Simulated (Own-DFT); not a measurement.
# Which defects push the lattice out? zincblende GaAs

Source: density functional calculations with Own-DFT, an unreviewed in-house program that is no longer used. Nothing was measured or relaxed, and spin and spin-orbit coupling are left out.

All runs used: PBE; PseudoDojo norm-conserving scalar-relativistic files; cutoff 42 hartree; 3 x 3 x 3 k mesh centred on Gamma; Fermi-Dirac smearing of 0.1 eV.

Limits (not all hold for every row): not probed for a lower state with spin; forces on such cells failed a check on a denser k mesh; forces not confirmed at this smearing and k mesh; stress not checked against mesh or cutoff.

All runs share one cell, with vectors in Å (11.307, 0.000, 0.000); (0.000, 11.307, 0.000); (0.000, 0.000, 11.307) and a volume of 1445.4 Å³. The atoms are randomly displaced, by u rms on each axis. The defect's site can differ from row to row.

| cell | formula | u (Å) | P (GPa) |
|---|---|---|---|
| no defect | As32Ga32 | 0.0201 | 3.50 |
| no defect | As32Ga32 | 0.0216 | 3.55 |
| no defect | As32Ga32 | 0.0461 | 3.93 |
| two As on a Ga site each | As34Ga30 | 0.0289 | 4.79 |
| two As on a Ga site each | As34Ga30 | 0.0303 | 4.80 |
| two As on a Ga site each | As34Ga30 | 0.0318 | 4.80 |
| two Ga vacancies | As32Ga30 | 0.0283 | 2.90 |
| two Ga vacancies | As32Ga30 | 0.0309 | 2.96 |
| two Ga vacancies | As32Ga30 | 0.0316 | 2.85 |
| one As on a Ga site | As33Ga31 | 0.0317 | 4.27 |
| one As on a Ga site | As33Ga31 | 0.0496 | 4.54 |
| one As on a Ga site | As33Ga31 | 0.0521 | 4.63 |
| two As vacancies | As30Ga32 | 0.0287 | ? |
| two As vacancies | As30Ga32 | 0.0290 | 3.21 |
| two As vacancies | As30Ga32 | 0.0496 | 3.54 |
| two As vacancies | As30Ga32 | 0.0523 | 3.56 |

## Analysis

P = P0 + c u² + a shift for each defect gives P0 = 3.45 GPa, c = 209 ± 16 GPa/Å² and a scatter of 0.04 GPa. The shifts, and each times the cell's volume:

- two As on a Ga site each: 1.15 ± 0.03 GPa, 10.4 eV (5.2 eV for each of its 2 sites)
- one As on a Ga site: 0.60 ± 0.04 GPa, 5.4 eV
- two As vacancies: -0.44 ± 0.04 GPa, -3.9 eV (-2.0 eV for each of its 2 sites)
- two Ga vacancies: -0.74 ± 0.03 GPa, -6.7 eV (-3.3 eV for each of its 2 sites)

Positive is outwards. The product with the volume (160.2 GPa Å³ to the eV) is nearly free of the cell's size; divided by the bulk modulus at the cell's pressure it gives the volume that the defect adds. The atoms around the defects weren't relaxed, which would change these numbers.

## Prediction

Q: what pressure belongs in the blank (two As vacancies, u = 0.0287 Å)?

The fitted form gives 3.19 ± 0.05 GPa. DFT gave 3.26 GPa.
